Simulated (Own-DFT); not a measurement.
# One host, several defects: hexagonal WC

Calculated, not measured: single-point runs of Own-DFT, a retired in-house plane-wave DFT program that no person has reviewed, on unrelaxed cells, without spin or spin-orbit coupling.

Common settings: PBE; PseudoDojo norm-conserving scalar-relativistic files; cutoff 50 hartree; 4 x 4 x 4 k mesh centred on Gamma; cold (Marzari-Vanderbilt) smearing of 0.2 eV.

Caveats: forces on such cells moved up to 12 meV/angstrom on a denser k mesh; stress not checked against mesh or cutoff.

All runs share one cell, with vectors in Å (5.833, -5.052, -2.839); (0.000, -5.052, 8.518); (-5.833, -5.052, -2.839) and a volume of 669.4 Å³. u is the rms random offset of the atoms per axis. The defect's site can differ from row to row.

```
cell,formula,u (Å),P (GPa)
no defect,C32W32,0.0201,3.31
no defect,C32W32,0.0481,6.17
no defect,C32W32,0.0499,6.68
one W vacancy,C32W31,0.0307,2.32
one W vacancy,C32W31,0.0483,4.34
one W vacancy,C32W31,0.0520,4.36
one C on a W site,C33W31,0.0314,2.61
one C on a W site,C33W31,0.0316,2.85
one C on a W site,C33W31,0.0475,4.35
one C on a W site,C33W31,0.0490,?
one C vacancy,C31W32,0.0346,3.49
one C vacancy,C31W32,0.0467,5.19
one C vacancy,C31W32,0.0505,5.90
```

## Fit

P = P0 + c u² + a shift for each defect gives P0 = 2.85 GPa, c = 1461 ± 93 GPa/Å² and a scatter of 0.24 GPa. The shifts, and each times the cell's volume:

- one C vacancy: -0.88 ± 0.19 GPa, -3.7 eV
- one C on a W site: -1.65 ± 0.19 GPa, -6.9 eV
- one W vacancy: -2.09 ± 0.19 GPa, -8.7 eV

Against the defect-free cell, a freed cell would be larger where the shift is positive and smaller where it is negative (160.2 GPa Å³ is 1 eV). The atoms around the defects weren't relaxed, which would change these numbers.

## Prediction

Q: what pressure belongs in the blank (one C on a W site, u = 0.0490 Å)?

Estimate: 4.71 ± 0.29 GPa. DFT gave 4.84 GPa.
